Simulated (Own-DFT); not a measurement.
Simulation results for Al31GaO48 (corundum with substituted atoms, atoms displaced), Al32O47 (corundum with one vacancy, atoms displaced)

Computed with Own-DFT development build. A calculation, not a measurement: plane-wave PBE density functional theory by an unreviewed code, no spin, of a simulated periodic cell, stress positive in tension, free energy of the whole cell less one offset for each atom, defect cell not probed for a lower state with spin; oxygen file: force components 24 meV/angstrom off all-electron in one glass; forces on such cells passed a denser k mesh, this cell's mesh not checked; offsets are fitted by least squares, one for each functional and potential file, so energies compare only between cells with the same atoms and settings and are not formation energies; the far tail of each file's local potential was reset to the Coulomb form; each entry is a single point on an unrelaxed cell, so the pressure reflects the starting lattice, mostly measured values, from which strain is counted, and rises with the displacements; printed positions are rounded, which can move forces by about a meV/angstrom; the program is a retired in-house code; no spin-orbit coupling; before rounding, a Quantum ESPRESSO 7.3.1 run of the same cell and cutoff gave forces within 1 meV/angstrom rms on each cell, which checks the program and not the settings.

Settings shared by all entries: functional PBE; potential files PseudoDojo norm-conserving, scalar-relativistic, standard set; wave cutoff 72 hartree; occupations Fermi-Dirac; smearing width 0.1 eV; k mesh 3 x 3 x 3 centred on Gamma.

(1) 
```cif
# cell vector a (Å): 5.4940 0.0000 8.6604
# cell vector b (Å): -2.7470 4.7579 8.6604
# cell vector c (Å): -2.7470 -4.7579 8.6604
data_Al31GaO48
_symmetry_space_group_name_H-M 'P 1'
_symmetry_Int_Tables_number 1
_cell_length_a 10.2561
_cell_length_b 10.2560
_cell_length_c 10.2560
_cell_angle_alpha 55.280
_cell_angle_beta 55.280
_cell_angle_gamma 55.280
_cell_volume 679.15
loop_
_atom_site_label
_atom_site_type_symbol
_atom_site_fract_x
_atom_site_fract_y
_atom_site_fract_z
_atom_site_occupancy
Al1 Al 0.18726 0.16869 0.18654 1
Al2 Al 0.32787 0.31516 0.31825 1
Al3 Al 0.42988 0.41727 0.42389 1
Al4 Al 0.08718 0.07402 0.07373 1
O1 O 0.28806 0.46195 0.12287 1
O2 O 0.46669 0.12781 0.27412 1
O3 O 0.12739 0.27368 0.47215 1
O4 O 0.22459 0.02600 0.37185 1
O5 O 0.03290 0.36945 0.22966 1
O6 O 0.38156 0.22607 0.02064 1
Al5 Al 0.17403 0.18109 0.67934 1
Al6 Al 0.32874 0.33216 0.82664 1
Al7 Al 0.41758 0.42798 0.92698 1
Al8 Al 0.07952 0.07020 0.56372 1
O7 O 0.27505 0.47070 0.62978 1
O8 O 0.47148 0.12422 0.77602 1
O9 O 0.11239 0.28611 0.97889 1
O10 O 0.22879 0.01597 0.88621 1
O11 O 0.02413 0.37858 0.71758 1
O12 O 0.37820 0.22571 0.52116 1
Al9 Al 0.17573 0.67388 0.17686 1
Al10 Al 0.32770 0.82164 0.32338 1
Al11 Al 0.43145 0.91891 0.43788 1
Al12 Al 0.07198 0.57352 0.06989 1
O13 O 0.27509 0.96549 0.12884 1
O14 O 0.47434 0.61843 0.27776 1
O15 O 0.12758 0.77240 0.47180 1
O16 O 0.22476 0.52158 0.38742 1
O17 O 0.02661 0.87867 0.21393 1
O18 O 0.37712 0.72197 0.02864 1
Al13 Al 0.17757 0.66634 0.69324 1
Al14 Al 0.32065 0.83257 0.82246 1
Ga1 Ga 0.43560 0.92551 0.92566 1
Al15 Al 0.07891 0.58012 0.56164 1
O19 O 0.28610 0.96893 0.61848 1
O20 O 0.47172 0.62517 0.77900 1
O21 O 0.12864 0.77352 0.97058 1
O22 O 0.22093 0.51438 0.89053 1
O23 O 0.02876 0.87788 0.71997 1
O24 O 0.37921 0.72397 0.52956 1
Al16 Al 0.68443 0.17403 0.16603 1
Al17 Al 0.83210 0.31688 0.32249 1
Al18 Al 0.92678 0.43124 0.42233 1
Al19 Al 0.56681 0.08576 0.06647 1
O25 O 0.77135 0.46589 0.13073 1
O26 O 0.97512 0.11184 0.28078 1
O27 O 0.62400 0.26991 0.47666 1
O28 O 0.72826 0.02927 0.36326 1
O29 O 0.52466 0.37387 0.21813 1
O30 O 0.86970 0.23703 0.02341 1
Al20 Al 0.67426 0.16999 0.68314 1
Al21 Al 0.82444 0.32584 0.82467 1
Al22 Al 0.92623 0.42776 0.93322 1
Al23 Al 0.57416 0.08463 0.56568 1
O31 O 0.78589 0.47812 0.61211 1
O32 O 0.98777 0.12026 0.76815 1
O33 O 0.63208 0.27557 0.96299 1
O34 O 0.71800 0.02813 0.88145 1
O35 O 0.52241 0.37972 0.72346 1
O36 O 0.87784 0.21592 0.53302 1
Al24 Al 0.67735 0.67298 0.18278 1
Al25 Al 0.82668 0.82236 0.31989 1
Al26 Al 0.91338 0.94544 0.42021 1
Al27 Al 0.56321 0.56846 0.08884 1
O37 O 0.76637 0.97305 0.13959 1
O38 O 0.97124 0.63033 0.26830 1
O39 O 0.61629 0.77767 0.47199 1
O40 O 0.72415 0.51715 0.37389 1
O41 O 0.52935 0.87999 0.21383 1
O42 O 0.88094 0.72814 0.01906 1
Al28 Al 0.67890 0.67503 0.68171 1
Al29 Al 0.83254 0.82797 0.81839 1
Al30 Al 0.93314 0.92910 0.91512 1
Al31 Al 0.57738 0.58389 0.56628 1
O43 O 0.76464 0.98817 0.62036 1
O44 O 0.96932 0.63735 0.77155 1
O45 O 0.62779 0.78273 0.95997 1
O46 O 0.71993 0.51906 0.88331 1
O47 O 0.52735 0.87197 0.73792 1
O48 O 0.87226 0.71509 0.53143 1
_calc_free_energy_of_cell_above_offsets '-52.142'  # eV
_calc_pressure 11.56  # GPa
_calc_stress_xx -12.75  # GPa
_calc_stress_yy -12.15  # GPa
_calc_stress_zz -9.79  # GPa
_calc_stress_yz 0.82  # GPa
_calc_stress_xz 0.37  # GPa
_calc_stress_xy 1.56  # GPa
```

Force:
```
element  x (eV/Å)  y (eV/Å)  z (eV/Å)
     Al    -0.227     2.148    -1.769
     Al    -0.999    -0.146       1.3
     Al     -1.11     0.068       0.8
     Al    -1.238     0.035    -1.787
      O     -1.86     0.346     0.244
      O     0.719    -0.819    -0.471
      O     0.108     0.779    -0.061
      O     0.246    -1.283     0.515
      O     0.281     0.478    -0.836
      O    -1.496    -0.964    -1.367
     Al     0.588     0.111    -0.263
     Al     0.731    -0.544    -3.846
     Al     2.109     0.904     2.577
     Al    -0.756     0.027     1.823
      O     0.284    -0.384     0.846
      O    -1.297     2.207     2.092
      O     2.257    -0.776     1.522
      O    -1.612      2.84    -1.725
      O     0.265      0.04     0.917
      O    -0.224     -1.36     -0.69
     Al     0.512     0.344     0.825
     Al    -0.279    -0.815     -0.51
     Al    -0.335     2.943    -1.769
     Al    -0.929    -0.717     1.651
      O    -0.849    -0.166     2.267
      O    -0.664     0.141     1.072
      O    -0.588     1.173     0.579
      O     1.264     2.355    -2.572
      O      0.15     -0.77     0.132
      O    -0.664    -1.902    -1.408
     Al     0.671     2.179    -1.771
     Al     1.079    -1.201     0.408
     Ga    -1.293    -0.331    -0.045
     Al    -1.801    -1.471     1.134
      O    -1.489    -0.636     1.053
      O    -0.109     0.063    -0.144
      O      0.06     0.407    -0.332
      O    -0.421     2.005    -0.467
      O     0.621    -0.148    -0.257
      O    -0.835    -0.277     -1.39
     Al    -0.741     0.229      0.23
     Al    -0.848    -0.461    -0.399
     Al     0.684    -1.026     0.042
     Al     1.485    -2.266     1.499
      O     0.219     0.079     1.506
      O    -0.538      3.18     2.771
      O     0.258     2.033     0.876
      O    -1.588    -1.053     0.774
      O     0.205    -0.904     0.045
      O     1.579    -1.859    -0.265
     Al    -0.449     1.225     0.256
     Al     0.554     0.716      0.13
     Al    -0.841     1.657     -1.89
     Al    -0.106    -1.842    -1.073
      O    -1.091    -0.945     -0.05
      O    -1.543    -0.643     0.189
      O     -0.71    -0.171    -0.349
      O     1.206     0.771    -0.369
      O     0.916     0.419     0.182
      O    -0.405     0.473    -0.759
     Al     0.258     1.526    -1.197
     Al     -0.57    -0.333     0.922
     Al     1.482    -3.783    -1.621
     Al     1.549     1.994    -0.424
      O     1.941     1.734    -1.668
      O     0.358    -0.915    -0.123
      O     2.691    -0.104      2.41
      O    -0.494     0.244       1.2
      O    -0.111    -0.927    -0.453
      O    -0.483    -1.183    -0.642
     Al    -0.948      -0.8    -0.023
     Al    -1.599    -0.183    -1.579
     Al    -1.235    -0.892     1.184
     Al     0.327    -2.195    -0.349
      O     2.264    -1.702     0.536
      O     0.487    -1.616    -0.115
      O     2.766    -2.884     2.611
      O    -0.471      1.37     0.261
      O     2.527     2.613    -3.006
      O     0.144     1.538     0.454
```

(2) 
```cif
# cell vector a (Å): 5.4940 0.0000 8.6604
# cell vector b (Å): -2.7470 4.7579 8.6604
# cell vector c (Å): -2.7470 -4.7579 8.6604
data_Al32O47
_symmetry_space_group_name_H-M 'P 1'
_symmetry_Int_Tables_number 1
_cell_length_a 10.2561
_cell_length_b 10.2560
_cell_length_c 10.2560
_cell_angle_alpha 55.280
_cell_angle_beta 55.280
_cell_angle_gamma 55.280
_cell_volume 679.15
loop_
_atom_site_label
_atom_site_type_symbol
_atom_site_fract_x
_atom_site_fract_y
_atom_site_fract_z
_atom_site_occupancy
Al1 Al 0.17604 0.17777 0.17722 1
Al2 Al 0.31886 0.32731 0.32388 1
Al3 Al 0.42308 0.41672 0.42868 1
Al4 Al 0.07944 0.07206 0.07258 1
O1 O 0.27800 0.47067 0.12245 1
O2 O 0.47551 0.11999 0.28025 1
O3 O 0.12516 0.27573 0.47394 1
O4 O 0.22727 0.02287 0.37601 1
O5 O 0.03003 0.37579 0.22232 1
O6 O 0.37196 0.22109 0.03317 1
Al5 Al 0.17778 0.17694 0.67436 1
Al6 Al 0.31897 0.32558 0.82564 1
Al7 Al 0.42714 0.42986 0.92563 1
Al8 Al 0.07612 0.07508 0.57225 1
O7 O 0.27665 0.47110 0.62257 1
O8 O 0.47184 0.12552 0.77702 1
O9 O 0.12316 0.27861 0.97171 1
O10 O 0.22176 0.02134 0.87668 1
O11 O 0.02273 0.37817 0.72404 1
O12 O 0.37388 0.22029 0.52780 1
Al9 Al 0.17931 0.66738 0.17933 1
Al10 Al 0.32918 0.82277 0.32227 1
Al11 Al 0.42785 0.92795 0.42476 1
Al12 Al 0.07803 0.57206 0.07369 1
O13 O 0.28010 0.97055 0.12360 1
O14 O 0.47320 0.62801 0.27812 1
O15 O 0.11800 0.78073 0.46979 1
O16 O 0.21931 0.52888 0.37524 1
O17 O 0.02950 0.87694 0.22253 1
O18 O 0.37428 0.72401 0.02692 1
Al13 Al 0.17857 0.67657 0.67336 1
Al14 Al 0.31582 0.82705 0.82757 1
Al15 Al 0.43041 0.92819 0.91781 1
Al16 Al 0.07698 0.57640 0.57049 1
O19 O 0.28299 0.96579 0.63100 1
O20 O 0.47503 0.62630 0.77721 1
O21 O 0.12492 0.77881 0.97925 1
O22 O 0.21666 0.52537 0.87887 1
O23 O 0.02925 0.87409 0.72514 1
O24 O 0.37235 0.72334 0.53347 1
Al17 Al 0.67499 0.17484 0.17762 1
Al18 Al 0.81847 0.33007 0.32274 1
Al19 Al 0.92141 0.42428 0.42520 1
Al20 Al 0.56769 0.07726 0.07974 1
O25 O 0.78205 0.46495 0.12633 1
O26 O 0.97391 0.12489 0.27259 1
O27 O 0.63342 0.27084 0.46618 1
O28 O 0.72147 0.03377 0.37039 1
O29 O 0.53163 0.37216 0.22066 1
O30 O 0.87417 0.21928 0.03193 1
Al21 Al 0.67757 0.17353 0.67998 1
Al22 Al 0.83582 0.31506 0.82112 1
Al23 Al 0.92816 0.42538 0.92420 1
Al24 Al 0.57886 0.07167 0.57603 1
O31 O 0.78137 0.47073 0.62176 1
O32 O 0.97681 0.12346 0.77414 1
O33 O 0.62446 0.27414 0.97914 1
O34 O 0.71907 0.03512 0.87383 1
O35 O 0.52471 0.37868 0.71792 1
O36 O 0.86965 0.22309 0.52885 1
Al25 Al 0.67057 0.68132 0.18155 1
Al26 Al 0.82310 0.82114 0.32939 1
Al27 Al 0.93173 0.91776 0.42619 1
Al28 Al 0.56954 0.57445 0.07763 1
O37 O 0.78405 0.97087 0.12606 1
O38 O 0.97688 0.63047 0.27090 1
O39 O 0.62176 0.78183 0.47173 1
O40 O 0.72659 0.52630 0.37264 1
O41 O 0.52268 0.87756 0.22232 1
O42 O 0.87526 0.72130 0.02963 1
Al29 Al 0.67928 0.67580 0.67042 1
Al30 Al 0.82674 0.82426 0.81590 1
Al31 Al 0.92105 0.92599 0.92980 1
Al32 Al 0.57219 0.57330 0.57593 1
O43 O 0.78185 0.96670 0.62863 1
O44 O 0.97024 0.62145 0.78316 1
O45 O 0.62447 0.77771 0.97046 1
O46 O 0.72083 0.53013 0.87669 1
O47 O 0.52873 0.87522 0.72368 1
_calc_free_energy_of_cell_above_offsets '-56.573'  # eV
_calc_pressure 7.12  # GPa
_calc_stress_xx -6.86  # GPa
_calc_stress_yy -7.51  # GPa
_calc_stress_zz -6.98  # GPa
_calc_stress_yz 0.23  # GPa
_calc_stress_xz -0.09  # GPa
_calc_stress_xy 0.24  # GPa
```

Force:
```
element  x (eV/Å)  y (eV/Å)  z (eV/Å)
     Al    -0.263    -0.492    -0.945
     Al     1.046    -0.506    -0.322
     Al     0.806     0.655     1.228
     Al    -0.759    -0.317    -0.182
      O    -0.022     -0.55     0.717
      O    -0.901     0.527     0.207
      O    -0.049     0.413    -0.236
      O     -0.85     0.296     0.101
      O    -0.077    -0.347    -0.035
      O     0.285     0.639      0.05
     Al    -0.062    -0.738    -0.002
     Al     0.359    -0.145     0.241
     Al     0.693    -0.146     -0.44
     Al    -0.119     -0.54    -0.295
      O    -0.006     0.028     0.306
      O    -0.126     0.515     0.312
      O     0.665     0.089     0.199
      O    -0.468     1.061     0.751
      O     1.291     0.073    -0.166
      O     0.174     0.126     0.377
     Al    -0.985      2.02     0.613
     Al    -1.003     0.457    -0.649
     Al    -0.653    -0.718     0.018
     Al    -0.995     0.524    -0.277
      O     0.196     0.196     0.254
      O      0.07    -1.109    -0.711
      O     1.785    -1.102     1.777
      O     0.772    -0.477    -0.021
      O     0.376    -0.914    -0.585
      O     0.024    -0.874    -0.151
     Al     -0.81    -0.516     0.014
     Al     1.029    -0.709     0.655
     Al    -0.434    -1.275    -0.018
     Al    -1.502    -0.336    -0.624
      O    -0.182     1.557    -0.951
      O    -0.218    -0.285    -0.543
      O     0.023     0.375    -1.325
      O     0.671     0.595     0.239
      O     0.206     0.296    -0.362
      O      0.53     0.198    -0.499
     Al     0.825     0.298     0.298
     Al      1.46    -0.612    -0.751
     Al      0.53     0.416     0.972
     Al     0.919     0.383    -0.117
      O    -0.826     0.802     0.174
      O    -0.425    -0.474     1.058
      O    -1.632     -0.24    -0.062
      O    -0.098    -1.555     0.372
      O    -1.399    -0.005    -0.013
      O     0.661     0.643    -0.208
     Al    -0.391     0.667    -0.452
     Al     -2.05     0.091     0.437
     Al    -1.162     -0.58    -0.406
     Al     0.431     0.282    -0.743
      O    -0.277    -0.234    -0.069
      O    -0.113    -0.327    -0.228
      O     0.134     1.034    -0.438
      O     0.095    -0.926     0.234
      O    -0.057     -0.55     0.129
      O     0.949    -0.021      0.66
     Al     1.632     0.659    -0.963
     Al     0.445      0.84      0.57
     Al    -1.342     1.846    -0.643
     Al     1.001      0.69      0.31
      O    -0.592    -0.059    -0.778
      O    -0.533     -1.74     -0.63
      O      0.62    -0.339    -0.334
      O    -1.147     0.132     0.222
      O     0.451    -0.052     0.701
      O    -0.313     0.144    -0.046
     Al    -0.023    -0.483     1.277
     Al    -0.574    -1.921     0.743
     Al     0.522    -0.276     0.191
     Al     0.118     0.146     0.251
      O     0.032     1.145    -0.747
      O     0.711     1.031     0.293
      O     0.182     0.033     0.737
      O     0.311     0.081     -0.57
      O     0.409     0.483     -0.15
```

(3) 
```cif
# cell vector a (Å): 5.4940 0.0000 8.6604
# cell vector b (Å): -2.7470 4.7579 8.6604
# cell vector c (Å): -2.7470 -4.7579 8.6604
data_Al32O47
_symmetry_space_group_name_H-M 'P 1'
_symmetry_Int_Tables_number 1
_cell_length_a 10.2561
_cell_length_b 10.2560
_cell_length_c 10.2560
_cell_angle_alpha 55.280
_cell_angle_beta 55.280
_cell_angle_gamma 55.280
_cell_volume 679.15
loop_
_atom_site_label
_atom_site_type_symbol
_atom_site_fract_x
_atom_site_fract_y
_atom_site_fract_z
_atom_site_occupancy
Al1 Al 0.18289 0.17772 0.16593 1
Al2 Al 0.32636 0.32033 0.32678 1
Al3 Al 0.42131 0.43136 0.42342 1
Al4 Al 0.07507 0.08065 0.06745 1
O1 O 0.28136 0.47545 0.11941 1
O2 O 0.46933 0.12994 0.27213 1
O3 O 0.12503 0.27387 0.47116 1
O4 O 0.22623 0.02283 0.37662 1
O5 O 0.02195 0.37608 0.22704 1
O6 O 0.37499 0.21920 0.02613 1
Al5 Al 0.17765 0.17400 0.67432 1
Al6 Al 0.32735 0.32272 0.82714 1
Al7 Al 0.42757 0.42726 0.91983 1
Al8 Al 0.07296 0.07805 0.57334 1
O7 O 0.28335 0.46646 0.62191 1
O8 O 0.47245 0.12424 0.77428 1
O9 O 0.12394 0.27935 0.97253 1
O10 O 0.22583 0.02648 0.87240 1
O11 O 0.02964 0.37511 0.71770 1
O12 O 0.38465 0.21719 0.52298 1
Al9 Al 0.17022 0.67859 0.18091 1
Al10 Al 0.32383 0.82100 0.32479 1
Al11 Al 0.42884 0.92709 0.42819 1
Al12 Al 0.07045 0.57845 0.07392 1
O13 O 0.27963 0.97190 0.12157 1
O14 O 0.47456 0.62735 0.27553 1
O15 O 0.12270 0.77361 0.47623 1
O16 O 0.22484 0.52996 0.37178 1
O17 O 0.02868 0.87261 0.22232 1
O18 O 0.37596 0.71527 0.03246 1
Al13 Al 0.18089 0.67042 0.67741 1
Al14 Al 0.31878 0.83023 0.82554 1
Al15 Al 0.43155 0.92556 0.92407 1
Al16 Al 0.07999 0.57548 0.56651 1
O19 O 0.28270 0.96347 0.62553 1
O20 O 0.46845 0.62984 0.77499 1
O21 O 0.12129 0.77821 0.97208 1
O22 O 0.02966 0.87510 0.72398 1
O23 O 0.37395 0.71643 0.53282 1
Al17 Al 0.67107 0.18373 0.17089 1
Al18 Al 0.82125 0.32868 0.32366 1
Al19 Al 0.92390 0.42539 0.42890 1
Al20 Al 0.58246 0.07019 0.06966 1
O24 O 0.78068 0.46667 0.12738 1
O25 O 0.96013 0.13009 0.28106 1
O26 O 0.62576 0.27647 0.46815 1
O27 O 0.72070 0.03671 0.36942 1
O28 O 0.53215 0.37458 0.22138 1
O29 O 0.87637 0.21844 0.02943 1
Al21 Al 0.68421 0.17602 0.67559 1
Al22 Al 0.81825 0.32872 0.82747 1
Al23 Al 0.92574 0.42310 0.93133 1
Al24 Al 0.56867 0.07926 0.57752 1
O30 O 0.78004 0.47974 0.62281 1
O31 O 0.97094 0.12358 0.77549 1
O32 O 0.61910 0.28683 0.97274 1
O33 O 0.72975 0.01763 0.87784 1
O34 O 0.52936 0.37540 0.72366 1
O35 O 0.88129 0.21439 0.52652 1
Al25 Al 0.67666 0.67613 0.17453 1
Al26 Al 0.82500 0.82262 0.32431 1
Al27 Al 0.92247 0.92774 0.42420 1
Al28 Al 0.57372 0.56851 0.07369 1
O36 O 0.78342 0.97457 0.11494 1
O37 O 0.97233 0.61807 0.27794 1
O38 O 0.62847 0.77146 0.47874 1
O39 O 0.72703 0.52935 0.37090 1
O40 O 0.53126 0.87182 0.21811 1
O41 O 0.86660 0.72207 0.03756 1
Al29 Al 0.68312 0.67983 0.67000 1
Al30 Al 0.83017 0.82139 0.81919 1
Al31 Al 0.93439 0.91633 0.92818 1
Al32 Al 0.56588 0.57868 0.57215 1
O42 O 0.77498 0.96862 0.63310 1
O43 O 0.97379 0.62892 0.77229 1
O44 O 0.62453 0.78313 0.96914 1
O45 O 0.72402 0.52222 0.87700 1
O46 O 0.52909 0.87773 0.71867 1
O47 O 0.87569 0.71779 0.52985 1
_calc_free_energy_of_cell_above_offsets '-56.134'  # eV
_calc_pressure 7.29  # GPa
_calc_stress_xx -7.55  # GPa
_calc_stress_yy -7.41  # GPa
_calc_stress_zz -6.92  # GPa
_calc_stress_yz 0.08  # GPa
_calc_stress_xz -0.67  # GPa
_calc_stress_xy -0.09  # GPa
```

Force:
```
element  x (eV/Å)  y (eV/Å)  z (eV/Å)
     Al    -1.868    -1.654      0.37
     Al    -0.223     0.973     -0.61
     Al     1.549    -0.382     0.569
     Al    -0.089    -1.363    -0.136
      O    -0.269    -0.698    -0.089
      O     0.601    -0.659     0.029
      O     0.416     0.262     0.965
      O    -0.105     0.568    -0.389
      O     1.429     0.285    -0.225
      O     0.831     0.438     0.723
     Al    -0.359     0.239     0.099
     Al     0.136     0.836    -0.968
     Al    -1.242     0.125     0.875
     Al     0.857    -0.841    -0.613
      O    -0.619    -0.228     0.342
      O    -0.814     0.091     1.069
      O       0.4     0.155     0.086
      O    -0.548     0.093    -0.028
      O     0.155    -0.205     0.381
      O    -1.915     0.458    -1.208
     Al     1.488     0.123    -0.707
     Al     -0.35     0.497     0.557
     Al     0.339     0.322    -0.919
     Al     1.033    -0.754     -0.69
      O    -0.553    -0.112      0.08
      O    -0.057    -0.548    -0.515
      O     0.473     0.987     0.181
      O     0.064    -0.421    -0.356
      O    -0.378     0.384      0.27
      O    -0.435     0.903    -0.023
     Al    -0.927    -0.752     0.287
     Al     1.357    -1.027    -0.297
     Al     0.051    -0.246    -0.411
     Al    -1.015    -1.134     0.141
      O    -0.917     0.676     0.625
      O    -0.066    -0.441    -0.066
      O     0.855    -0.466     1.074
      O     0.599      -0.3    -0.519
      O     0.145     1.037    -0.259
     Al     0.729    -1.084     0.391
     Al      0.43     -0.67    -0.266
     Al     0.055    -0.035     -0.18
     Al    -0.375    -0.344    -0.352
      O    -0.503     1.029    -0.277
      O     1.699     -0.02     0.072
      O    -0.493     0.082     1.004
      O     0.275    -1.062    -0.627
      O    -0.663    -0.103    -0.373
      O    -0.062     0.721    -0.215
     Al    -0.043    -0.656    -1.101
     Al     1.365     0.306     -0.44
     Al     0.105     1.198    -0.186
     Al      1.61     0.008       0.3
      O     0.342    -0.917    -0.925
      O    -0.224     0.062     0.874
      O     0.762    -0.398    -0.465
      O     -0.96     1.391    -0.042
      O     0.553    -0.047    -0.331
      O    -1.128     0.609     0.222
     Al    -0.229    -0.043    -0.548
     Al    -0.203     0.598    -0.373
     Al    -0.509     0.034     0.711
     Al     -0.11     0.743     0.878
      O    -0.985    -1.062     0.828
      O    -0.508     0.824     1.538
      O    -0.322     1.857     -0.64
      O    -1.163    -0.788    -0.083
      O    -0.808    -0.055     0.941
      O     1.629     0.578     0.203
     Al    -1.362    -1.158    -0.741
     Al    -0.809    -0.348      0.51
     Al    -1.207     1.646    -0.946
     Al     1.143    -0.436      1.27
      O     0.697      1.24    -0.676
      O     0.185    -1.379    -0.424
      O     0.742    -0.841    -0.284
      O    -0.371     0.592     0.506
      O    -0.001    -0.498    -0.072
      O     0.689     1.209     0.618
```
